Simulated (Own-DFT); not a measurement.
# Strain and stress in C40 NbSi2, 36 atoms (Nb12Si24)

These are calculations, not measurements. They come from Own-DFT, an in-house plane-wave density functional program, since retired, whose code no person has reviewed. Each row is one single-point run on a periodic cell that was not relaxed, without spin or spin-orbit coupling.

Settings of every run: PBE; PseudoDojo norm-conserving scalar-relativistic files; cutoff 42 hartree; 4 x 4 x 5 k mesh centred on Gamma; cold (Marzari-Vanderbilt) smearing of 0.2 eV.

Known limits: forces on such cells failed a check on a denser k mesh; stress not checked against mesh or cutoff.

Unstrained cell vectors in Å: (0.000, 8.324, 0.000); (-9.613, 0.000, 0.000); (0.000, 0.000, 6.586). The unstrained cell was taken from the Materials Project. The random moves and any unrelaxed bonds add to the pressure at no strain. Each run strains this cell uniformly, with the atoms carried along. Every atom was also moved at random, by a Gaussian of width 0.05 Å on each axis. Strain is the symmetric tensor, in per cent. Stress is positive in tension, and the pressure is minus a third of its trace.

```
run,e_xx (%),e_yy (%),e_zz (%),e_yz (%),e_xz (%),e_xy (%),s_xx (GPa),s_yy (GPa),s_zz (GPa),s_yz (GPa),s_xz (GPa),s_xy (GPa),P (GPa),E (meV/atom)
1,1.91,-1.17,-1.85,-1.82,0.32,0.42,2.15,-6.90,-12.82,-6.57,1.01,1.23,5.86,24.3
2,-0.39,-1.38,1.71,-1.10,-1.37,0.73,-3.51,-6.74,1.69,-3.42,-3.95,2.44,2.86,19.4
3,-1.92,1.41,0.14,-0.52,-0.34,-1.76,-9.22,1.64,-4.14,-1.65,-1.38,-5.06,3.91,21.9
4,-1.14,0.87,-0.33,-1.16,-1.46,-0.12,-6.40,-0.70,-4.73,-3.36,-4.86,-0.43,3.94,5.1
5,1.44,0.68,0.55,-1.25,1.38,1.65,2.87,1.61,0.61,-3.10,4.11,4.66,-1.70,6.4
6,1.79,1.99,-0.02,-1.06,-1.27,-0.38,5.07,4.67,-1.97,-3.53,-3.95,-0.71,-2.59,24.1
7,-1.52,0.71,0.31,-1.87,-0.85,-1.44,-7.28,-0.38,-2.88,-5.59,-2.67,-5.34,3.52,3.8
8,0.81,0.52,-1.99,0.71,-1.81,1.53,-1.47,-0.88,-12.22,2.25,-6.35,4.44,4.86,16.9
9,1.81,-1.56,-0.50,-0.72,0.86,-1.43,2.28,-6.70,-5.25,-1.81,2.80,-4.03,3.22,0.0
10,0.78,0.59,-1.92,1.69,-0.78,-1.99,-0.88,-2.18,-12.74,5.83,-2.06,-5.15,5.27,34.7
11,-0.08,1.29,-0.43,-1.94,-1.68,-1.54,-1.45,1.81,-5.28,-6.25,-5.68,-4.58,1.64,8.3
12,1.23,-1.81,-1.40,1.68,-0.75,-1.64,-0.41,-10.24,-11.59,5.44,-2.68,-4.43,7.41,29.8
13,-1.61,-1.59,-1.77,1.29,-1.70,1.32,-12.41,-11.30,-17.06,4.61,-5.96,4.27,13.59,62.0
14,0.93,-1.91,-1.04,1.80,1.37,-0.23,-1.66,-10.25,-10.30,5.81,4.87,-0.92,7.40,34.7
15,-0.30,-1.82,0.19,-1.35,-0.66,1.08,-5.95,-9.45,-5.62,-4.37,-2.71,3.46,7.01,35.7
16,-0.27,-0.23,-0.08,-0.84,-0.71,1.28,?,?,?,?,?,?,?,?
```

E is the free energy for each atom above the lowest run shown.

## Worked fit

Each stress component was fitted by least squares to a constant and the strains of the runs shown, as fractions, with shears doubled. Shear strains stay in the fit of a normal stress only where such slopes are resolved. The slopes, in GPa:

```
stress  at no strain  per e_xx  per e_yy  per e_zz  scatter
  s_xx          -2.8  377 ± 12   81 ± 12   86 ± 15     0.59
  s_yy          -2.7   65 ± 13  365 ± 12   82 ± 17     0.64
  s_zz          -4.3   95 ± 17   98 ± 16  488 ± 22     0.84
```

Each shear stress against twice its own strain: yz 168 ± 5, xz 161 ± 6, xy 146 ± 5 GPa. These are stiffnesses along x, y and z of the frame in which the cell vectors are given, which need not be the crystal's axes. The atoms are held to the strained lattice; where symmetry lets them move under strain, relaxing them would lower some slopes. The table should be nearly symmetric about its diagonal, and what it lacks of that shows the noise. A ninth of its sum, 193 ± 8 GPa, estimates the bulk modulus near the mean pressure of these runs, 4.4 GPa, so it lies above the value at zero pressure.

## Withheld run

Question: what normal stresses and pressure should run 16 give?

The fit gives s_xx = -4.1, s_yy = -3.7, s_zz = -5.2 and P = 4.3 GPa. The calculation gave -3.60, -3.18, -4.49 and P = 3.76 GPa.
